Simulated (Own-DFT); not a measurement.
Hf31SiO64 (monoclinic hafnia with substituted atoms, atoms displaced), Hf32O63 (monoclinic hafnia with one neutral oxygen vacancy, atoms displaced) (calculated)

All values are calculated (Own-DFT development build). A calculation, not a measurement: plane-wave PBE and HSE06 DFT by an unreviewed code, no spin, of a simulated cell at Gamma alone, so results move with cell size and shape, stress positive in tension, energies less offsets, not probed for a lower state with spin; hafnium file: forces about 75 meV/angstrom off all-electron values; oxygen file: force components 24 meV/angstrom off all-electron in a glass; k mesh not checked against a denser one; forces and stress are PBE's, HSE06 gives the energy alone, and its difference from PBE has offsets of its own; offsets are fitted by least squares, one for each functional and potential file, so energies compare only between cells with the same atoms and settings and are not formation energies; the far tail of each file's local potential was reset to the Coulomb form; each entry is a single point on an unrelaxed cell, so the pressure reflects the starting lattice, mostly measured values, from which strain is counted, and rises with the displacements; printed positions are rounded, which can move forces by about a meV/angstrom; the program is a retired in-house code; no spin-orbit coupling.

Settings shared by all entries: first functional PBE; second functional HSE06; exact exchange share 0.25; screening 0.11 1/bohr; exchange divergence Gygi-Baldereschi; potential files PseudoDojo norm-conserving, scalar-relativistic, made for PBE, standard set; wave cutoff 48 hartree; occupations fixed; k mesh 1 x 1 x 1 centred on Gamma.

(1) Hf31SiO64 (monoclinic hafnia with substituted atoms, atoms displaced)

```
Hf31SiO64
1.0
     10.2340     0.0000     0.0000
      0.0000    10.3500     0.0000
     -1.6955     0.0000    10.4453
Hf O Hf O Hf O Hf O Hf O Hf O Hf O Hf Si Hf O
4 8 4 8 4 8 4 8 4 8 4 8 4 8 1 1 2 8
Direct
  0.14043 0.02060 0.11362
  0.36589 0.26975 0.14962
  0.35808 0.47609 0.39360
  0.13748 0.22971 0.35665
  0.03915 0.17757 0.18539
  0.46519 0.41654 0.08702
  0.46795 0.32888 0.32452
  0.03427 0.08128 0.42297
  0.22938 0.38392 0.24609
  0.27351 0.13229 0.01030
  0.27400 0.12036 0.26070
  0.22534 0.36940 0.48554
  0.13822 0.01424 0.59805
  0.35629 0.25887 0.64857
  0.36291 0.47140 0.89636
  0.14037 0.23222 0.85222
  0.03924 0.16106 0.66967
  0.46196 0.41675 0.58458
  0.45834 0.33535 0.82853
  0.03673 0.08008 0.92824
  0.22875 0.37997 0.74307
  0.27439 0.12671 0.51341
  0.27646 0.11266 0.75905
  0.23165 0.37216 0.98629
  0.14159 0.51819 0.10723
  0.36742 0.76965 0.14706
  0.36443 0.98272 0.39142
  0.14659 0.72692 0.35234
  0.04207 0.65895 0.17987
  0.46368 0.91386 0.06482
  0.46169 0.83924 0.32593
  0.03503 0.57873 0.42956
  0.22672 0.88275 0.23585
  0.27384 0.62907 0.00661
  0.27609 0.61870 0.26574
  0.22188 0.88190 0.49268
  0.13871 0.51841 0.61061
  0.37190 0.76509 0.64762
  0.36245 0.97548 0.89645
  0.14193 0.73396 0.84917
  0.03098 0.66932 0.67342
  0.45160 0.92340 0.57825
  0.46241 0.83994 0.81812
  0.03574 0.58332 0.93466
  0.21922 0.87767 0.73610
  0.27747 0.63302 0.51234
  0.28305 0.61730 0.75793
  0.21357 0.87331 0.98824
  0.64695 0.02431 0.11042
  0.86346 0.27600 0.13410
  0.86533 0.47614 0.38747
  0.64546 0.23346 0.35228
  0.53998 0.17056 0.17625
  0.96967 0.41924 0.08006
  0.96940 0.33510 0.32700
  0.53316 0.08372 0.42687
  0.72465 0.38005 0.24521
  0.76808 0.13271 0.01893
  0.77685 0.13605 0.26156
  0.73043 0.36507 0.49895
  0.63213 0.02109 0.60134
  0.85446 0.26783 0.64643
  0.86101 0.47844 0.90439
  0.63238 0.23433 0.85566
  0.54498 0.17386 0.68652
  0.95939 0.41704 0.57153
  0.96764 0.33868 0.82656
  0.53673 0.08204 0.92775
  0.72475 0.37612 0.74118
  0.77444 0.12471 0.49079
  0.77432 0.12502 0.75909
  0.73086 0.37109 0.99285
  0.63387 0.52543 0.09866
  0.85833 0.77999 0.14401
  0.86777 0.98122 0.40543
  0.64188 0.72835 0.36009
  0.53463 0.67151 0.17743
  0.97187 0.91249 0.08452
  0.97055 0.83650 0.33811
  0.53927 0.57981 0.41883
  0.72790 0.88256 0.24084
  0.77650 0.63443 0.01104
  0.77473 0.62291 0.25581
  0.72254 0.87534 0.49033
  0.63740 0.51989 0.60559
  0.85991 0.77025 0.65142
  0.87165 0.97605 0.89968
  0.63834 0.73015 0.85625
  0.53787 0.66795 0.67376
  0.95959 0.92302 0.57378
  0.95777 0.84227 0.83025
  0.53192 0.57251 0.92551
  0.72958 0.88357 0.73809
  0.77674 0.62484 0.51262
  0.77652 0.62595 0.76471
  0.72765 0.87477 0.99041
```

* PBE energy of cell above offsets: -86.880 eV
* HSE06 less PBE above offsets: 0.239 eV
* PBE pressure: 4.46 GPa
* PBE stress xx: -4.13 GPa
* PBE stress yy: -4.25 GPa
* PBE stress zz: -5 GPa
* PBE stress yz: -0.62 GPa
* PBE stress xz: -0.29 GPa
* PBE stress xy: 0.41 GPa

Force:
```tsv
element	x (eV/Å)	y (eV/Å)	z (eV/Å)
Hf	0.068	1.177	-1.47
Hf	-0.201	-0.369	-0.269
Hf	1.234	-0.326	1.213
Hf	-0.27	-0.066	0.687
O	0.038	-1.525	-2.507
O	0.589	0.565	-0.686
O	-0.814	0.94	1.067
O	0.78	0.853	-0.228
O	-0.142	-0.949	-0.837
O	0.154	-0.316	0.27
O	0.368	0.427	0.18
O	-0.197	0.362	1.205
Hf	0.091	0.329	1.254
Hf	0.989	1.33	-0.558
Hf	-1.469	1.747	0.357
Hf	-0.886	-1.309	-0.016
O	-0.948	1.384	0.685
O	0.215	0.018	-0.397
O	1.485	-1.514	0.138
O	0.232	1.155	-0.039
O	-0.724	-0.865	-0.706
O	0.451	0.59	-0.472
O	0.243	1.084	0.221
O	-1.03	-0.473	0.728
Hf	0.387	1.228	-0.491
Hf	-1.071	0.607	-0.941
Hf	-1.185	-0.02	1.071
Hf	-2.439	0.644	1.336
O	-1.19	0.99	-0.091
O	0.261	-0.72	1.748
O	1.22	-1.066	0.087
O	1.201	1.024	-0.635
O	0.049	-1.061	0.689
O	0.554	0.474	0.565
O	1.188	0.373	-0.679
O	0.622	-1.849	-1.718
Hf	-1.11	0.342	-1.939
Hf	-2.389	1.264	-1.181
Hf	-0.689	1.16	-0.049
Hf	-0.798	-0.699	1.014
O	-1.829	1.223	0.157
O	1.806	0.277	0.326
O	1.413	-1.074	0.976
O	-0.141	0.748	-1.431
O	0.193	-0.996	0.806
O	-0.063	-0.585	-0.388
O	-0.854	0.396	0.414
O	0.741	-0.075	-0.082
Hf	-1.565	0.634	-0.364
Hf	-0.41	-1.345	3.665
Hf	0.15	0.542	1.77
Hf	-0.402	-0.237	0.467
O	-0.438	-0.924	-0.742
O	-0.328	-0.297	-0.234
O	-0.366	0.233	-0.314
O	0.227	0.564	-0.242
O	0.13	0.619	-1.365
O	1.269	-0.005	-1.056
O	0.888	-1.498	-0.916
O	-0.968	0.58	-0.869
Hf	0.438	0.063	0.239
Hf	1.856	-0.132	-0.238
Hf	1.949	1.076	-1.673
Hf	0.505	-1.298	0.891
O	-1.552	-0.743	-2.29
O	0.862	-0.429	1.246
O	0.034	-0.32	0.118
O	-0.139	0.479	-0.475
O	-0.4	1.061	0.452
O	-0.76	1.033	3.075
O	0.448	-0.576	0.449
O	-0.936	0.82	-0.271
Hf	0.049	-0.566	2.428
Hf	1.074	-1.775	2.062
Hf	-0.694	-0.346	-2.559
Hf	0.213	0.175	-0.339
O	0.713	-0.677	-0.529
O	-0.269	0.581	-0.344
O	0.348	-1.1	-1.529
O	-0.305	-0.066	0.455
O	-0.204	-0.042	-0.011
O	-0.518	-0.196	-0.312
O	-0.129	0.255	0.308
O	-0.427	-1.318	0.585
Hf	0.184	-0.946	-0.413
Si	1.33	0.238	0.812
Hf	-1.92	2.698	-0.138
Hf	0.184	0.408	-0.229
O	0.769	-0.301	0.306
O	-1.352	-2.831	2.749
O	2.095	-3.519	-2.498
O	1.63	2.069	-0.834
O	0.277	-1.815	-0.89
O	0.151	2.036	1.129
O	0.496	0.603	-0.782
O	-0.318	-0.325	-0.134
```

(2) Hf32O63 (monoclinic hafnia with one neutral oxygen vacancy, atoms displaced)

```
Hf32O63
1.0
     10.2340     0.0000     0.0000
      0.0000    10.3500     0.0000
     -1.6955     0.0000    10.4453
Hf O Hf O Hf O Hf O Hf O Hf O Hf O Hf O
4 8 4 8 4 8 4 8 4 8 4 7 4 8 4 8
Direct
  0.13855 0.02247 0.09736
  0.36451 0.26976 0.15053
  0.37515 0.48116 0.38686
  0.14515 0.23188 0.35652
  0.03505 0.17436 0.17085
  0.46369 0.41758 0.08505
  0.46586 0.32568 0.33210
  0.02889 0.08576 0.42464
  0.22593 0.37558 0.24526
  0.27101 0.13168 0.00467
  0.27136 0.12716 0.24706
  0.22955 0.37082 0.48890
  0.13953 0.01582 0.60407
  0.35367 0.26904 0.64400
  0.35732 0.48240 0.90052
  0.13685 0.22716 0.85703
  0.04068 0.16384 0.67417
  0.45926 0.42151 0.57279
  0.47100 0.34249 0.83281
  0.03659 0.08760 0.92099
  0.22310 0.37265 0.74687
  0.27268 0.13522 0.50551
  0.27317 0.11900 0.75969
  0.22526 0.37560 0.98289
  0.14135 0.51610 0.10301
  0.36134 0.77154 0.14307
  0.36999 0.97586 0.39850
  0.13537 0.72875 0.34881
  0.02599 0.66479 0.16734
  0.46505 0.91283 0.06878
  0.46848 0.83459 0.33285
  0.03733 0.58342 0.42949
  0.22977 0.88200 0.24113
  0.27582 0.62953 0.00755
  0.27722 0.61705 0.26896
  0.22122 0.86138 0.49416
  0.13510 0.51573 0.59890
  0.36263 0.76687 0.63955
  0.36415 0.97777 0.89683
  0.14172 0.72739 0.85468
  0.04008 0.66569 0.67413
  0.45909 0.91163 0.57851
  0.46812 0.83164 0.82443
  0.03628 0.57507 0.91663
  0.22154 0.87670 0.73807
  0.27879 0.62843 0.51575
  0.27772 0.61992 0.76586
  0.21472 0.86073 0.98577
  0.63198 0.02187 0.10021
  0.85964 0.27427 0.14522
  0.86066 0.48757 0.39417
  0.62684 0.22338 0.35399
  0.53591 0.16124 0.17670
  0.95411 0.41562 0.07689
  0.96286 0.33280 0.32558
  0.54173 0.07340 0.42103
  0.72621 0.38103 0.24495
  0.77486 0.13155 0.00763
  0.77824 0.12154 0.26359
  0.72274 0.37312 0.49543
  0.63506 0.01305 0.60523
  0.86654 0.27847 0.64955
  0.86326 0.48587 0.89726
  0.62925 0.23795 0.85579
  0.96323 0.40989 0.57370
  0.96643 0.32996 0.83611
  0.54521 0.07324 0.93393
  0.72078 0.37873 0.74144
  0.77195 0.12704 0.50467
  0.76724 0.12111 0.75266
  0.71768 0.37222 0.99459
  0.63926 0.51443 0.10981
  0.85583 0.77184 0.14499
  0.86066 0.99019 0.39714
  0.64309 0.73010 0.36096
  0.54508 0.67242 0.16715
  0.96890 0.91314 0.07792
  0.96782 0.83193 0.33087
  0.53099 0.58595 0.43052
  0.71985 0.88285 0.24523
  0.77773 0.63144 0.00586
  0.77878 0.61865 0.26182
  0.73243 0.86861 0.48419
  0.64453 0.53168 0.60983
  0.85923 0.77847 0.64756
  0.84946 0.98248 0.89700
  0.65233 0.73032 0.85439
  0.54819 0.66841 0.67619
  0.96764 0.92021 0.57747
  0.95730 0.83989 0.82993
  0.52940 0.58630 0.92004
  0.72996 0.87816 0.73604
  0.77178 0.63218 0.51473
  0.77668 0.62036 0.77019
  0.73043 0.86533 0.98721
```

* PBE energy of cell above offsets: -90.093 eV
* HSE06 less PBE above offsets: 0.088 eV
* PBE pressure: 5.31 GPa
* PBE stress xx: -4.5 GPa
* PBE stress yy: -5.98 GPa
* PBE stress zz: -5.46 GPa
* PBE stress yz: 0.67 GPa
* PBE stress xz: -0.24 GPa
* PBE stress xy: -0.16 GPa

Force:
```tsv
element	x (eV/Å)	y (eV/Å)	z (eV/Å)
Hf	-1.671	0.496	0.7
Hf	-0.976	-0.402	-1.344
Hf	-2.356	-0.87	3.068
Hf	-2.299	-0.36	-0.977
O	0.429	-0.899	-0.333
O	0.054	0.15	0.421
O	-0.675	0.262	-0.637
O	1.678	0.705	-0.154
O	0.322	0.771	-1.459
O	1.346	-0.27	0.631
O	0.724	-1.073	1.646
O	-0.65	0.36	-0.071
Hf	-0.524	0.623	-0.079
Hf	0.869	1.175	0.511
Hf	1.602	0.366	-1.599
Hf	0.315	0.361	-1.085
O	-0.956	0.617	-0.162
O	0.563	-0.656	1.009
O	-0.909	-0.805	-0.709
O	-1.574	-1.536	0.489
O	0.435	0.712	-1.287
O	0.738	-1.271	0.183
O	1.117	-0.173	0.049
O	-0.863	-0.387	2.134
Hf	-1.66	0.075	0.032
Hf	0.711	-0.377	0.408
Hf	-2.083	0.204	-0.671
Hf	-0.534	0.329	0.984
O	1.43	-0.815	0.216
O	-0.976	-0.624	1.177
O	0.242	-0.745	-0.653
O	-0.29	0.221	-1.065
O	0.219	-0.305	-0.278
O	-0.306	-0.062	1.541
O	-0.098	0.97	-2.202
O	0.535	1.12	-0.947
Hf	1.029	0.648	1.462
Hf	-1.042	-1.145	2.208
Hf	-0.058	-0.709	-1.939
Hf	-1.243	-0.275	-1.582
O	-1.134	0.242	-0.279
O	1.39	1.386	-0.521
O	-0.162	0.683	0.181
O	0.691	0.583	0.655
O	0.532	-0.219	0.442
O	-0.124	-0.691	-0.755
O	0.003	-0.037	-0.512
O	1.303	1.815	1.265
Hf	2.263	-0.686	2.648
Hf	0.22	-1.37	1.045
Hf	0.233	-3.003	0.533
Hf	4.183	0.747	1.536
O	-0.908	0.455	-0.438
O	2.036	1.587	0.012
O	0.259	0.852	0.66
O	-1.201	-0.61	0.356
O	-0.764	-0.084	-0.128
O	-0.024	-0.214	0.391
O	-0.644	0.611	-1.094
O	0.146	0.141	-0.735
Hf	0.851	2.154	0.255
Hf	-1.122	-2.172	-0.113
Hf	-0.263	-2.035	0.532
Hf	1.565	-0.907	-0.572
O	1.073	1.285	0.024
O	-0.833	0.515	-0.862
O	-1.267	1.593	-3.136
O	0.406	0.355	0.307
O	-0.316	0.297	1.272
O	-0.777	-0.373	0.357
O	-0.07	0.22	-0.316
Hf	-0.108	1.024	-1.546
Hf	1.068	0.664	0.751
Hf	0.523	-0.952	-0.546
Hf	-0.287	0.261	-1.657
O	-1.174	0.296	0.824
O	-0.532	0.293	-0.03
O	-0.537	0.1	-0.506
O	1.942	1.555	-0.895
O	0.285	-0.654	-0.921
O	-0.235	-0.485	1.029
O	-0.312	0.871	-0.027
O	-1.047	0.142	1.312
Hf	-1.264	-3.74	-0.282
Hf	3.266	-0.431	-0.275
Hf	2.61	0.958	-0.087
Hf	-3.711	-0.971	0.836
O	-1.418	1.302	-0.504
O	-0.87	-0.833	0.622
O	0.9	-0.933	-0.261
O	1.043	0.177	0.626
O	-1.642	0.333	0.192
O	0.858	0.04	-0.209
O	1.281	0.372	-1.731
O	-0.795	1.081	0.644
```
